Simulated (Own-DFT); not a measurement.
# Which defects push the lattice out? C40 NbSi2

Everything here is calculated. The program is Own-DFT (plane waves, in-house, since retired, never reviewed by a person); positions were held fixed, and spin and spin-orbit coupling were off.

Method: PBE; PseudoDojo norm-conserving scalar-relativistic files; cutoff 42 hartree; 4 x 4 x 5 k mesh centred on Gamma; cold (Marzari-Vanderbilt) smearing of 0.2 eV.

Limits: forces on such cells failed a check on a denser k mesh; stress not checked against mesh or cutoff.

All runs share one cell, with vectors in Å (0.000, 8.324, 0.000); (-9.613, 0.000, 0.000); (0.000, 0.000, 6.586) and a volume of 527.0 Å³. u is the rms random offset of the atoms per axis. The defect's site can differ from row to row.

```
cell,formula,u (Å),P (GPa)
no defect,Nb12Si24,0.0209,1.50
no defect,Nb12Si24,0.0497,2.67
no defect,Nb12Si24,0.0505,2.81
two Si on a Nb site each,Nb10Si26,0.0311,1.77
two Si on a Nb site each,Nb10Si26,0.0533,2.63
two Si on a Nb site each,Nb10Si26,0.0536,2.57
one Si vacancy,Nb12Si23,0.0304,1.04
one Si vacancy,Nb12Si23,0.0324,?
one Si vacancy,Nb12Si23,0.0485,1.67
one Si vacancy,Nb12Si23,0.0506,1.75
two Nb on a Si site each,Nb14Si22,0.0260,7.34
two Nb on a Si site each,Nb14Si22,0.0506,8.96
two Nb on a Si site each,Nb14Si22,0.0533,8.39
two Nb vacancies,Nb10Si24,0.0323,-0.19
two Nb vacancies,Nb10Si24,0.0460,0.61
two Nb vacancies,Nb10Si24,0.0501,0.61
```

## Working it out

P = P0 + c u² + a shift for each defect gives P0 = 1.34 GPa, c = 542 ± 64 GPa/Å² and a scatter of 0.21 GPa. The shifts, and each times the cell's volume:

- two Nb on a Si site each: 5.79 ± 0.17 GPa, 19.0 eV (9.5 eV for each of its 2 sites)
- two Si on a Nb site each: -0.23 ± 0.17 GPa, -0.7 eV (-0.4 eV for each of its 2 sites) (not resolved)
- one Si vacancy: -0.91 ± 0.17 GPa, -3.0 eV
- two Nb vacancies: -2.02 ± 0.17 GPa, -6.6 eV (-3.3 eV for each of its 2 sites)

Against the defect-free cell, a freed cell would be larger where the shift is positive and smaller where it is negative (160.2 GPa Å³ is 1 eV). The atoms around the defects weren't relaxed, which would change these numbers.

## Withheld run

Question: what pressure belongs in the blank (one Si vacancy, u = 0.0324 Å)?

From the fit: 1.00 ± 0.25 GPa. The run itself gave 1.20 GPa.
